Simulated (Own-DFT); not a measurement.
# Point defects and the pressure they add: L1_0 TiAl

Everything here is calculated. The program is Own-DFT (plane waves, in-house, since retired, never reviewed by a person); positions were held fixed, and spin and spin-orbit coupling were off.

Method: PBE; PseudoDojo norm-conserving scalar-relativistic files; cutoff 42 hartree; 4 x 4 x 4 k mesh centred on Gamma; cold (Marzari-Vanderbilt) smearing of 0.2 eV.

Caveats: forces on such cells failed a check on a denser k mesh; stress not checked against mesh or cutoff.

All runs share one cell, with vectors in Å (5.622, 5.622, 0.000); (-5.622, 5.622, 0.000); (0.000, 0.000, 8.133) and a volume of 514.0 Å³. The atoms are randomly displaced, by u rms on each axis. The defect's site can differ from row to row.

```
            cell   formula   u (Å)  P (GPa)
       no defect  Al16Ti16  0.0201     1.20
       no defect  Al16Ti16  0.0526     1.78
       no defect  Al16Ti16  0.0575     1.90
  one Ti vacancy  Al16Ti15  0.0257     0.57
  one Ti vacancy  Al16Ti15  0.0296     0.45
  one Ti vacancy  Al16Ti15  0.0301     0.50
two Al vacancies  Al14Ti16  0.0321    -0.61
two Al vacancies  Al14Ti16  0.0325        ?
two Al vacancies  Al14Ti16  0.0492     0.11
two Al vacancies  Al14Ti16  0.0500    -0.27
```

## Analysis

P = P0 + c u² + a shift for each defect gives P0 = 1.05 GPa, c = 265 ± 61 GPa/Å² and a scatter of 0.15 GPa. The shifts, and each times the cell's volume:

- one Ti vacancy: -0.76 ± 0.15 GPa, -2.4 eV
- two Al vacancies: -1.84 ± 0.13 GPa, -5.9 eV (-2.9 eV for each of its 2 sites)

Positive is outwards. The product with the volume (160.2 GPa Å³ to the eV) is nearly free of the cell's size; divided by the bulk modulus at the cell's pressure it gives the volume that the defect adds. The atoms around the defects weren't relaxed, which would change these numbers.

## Test on the hidden row

Asked: what pressure belongs in the blank (two Al vacancies, u = 0.0325 Å)?

Estimate: -0.50 ± 0.19 GPa. The calculation gave -0.49 GPa.
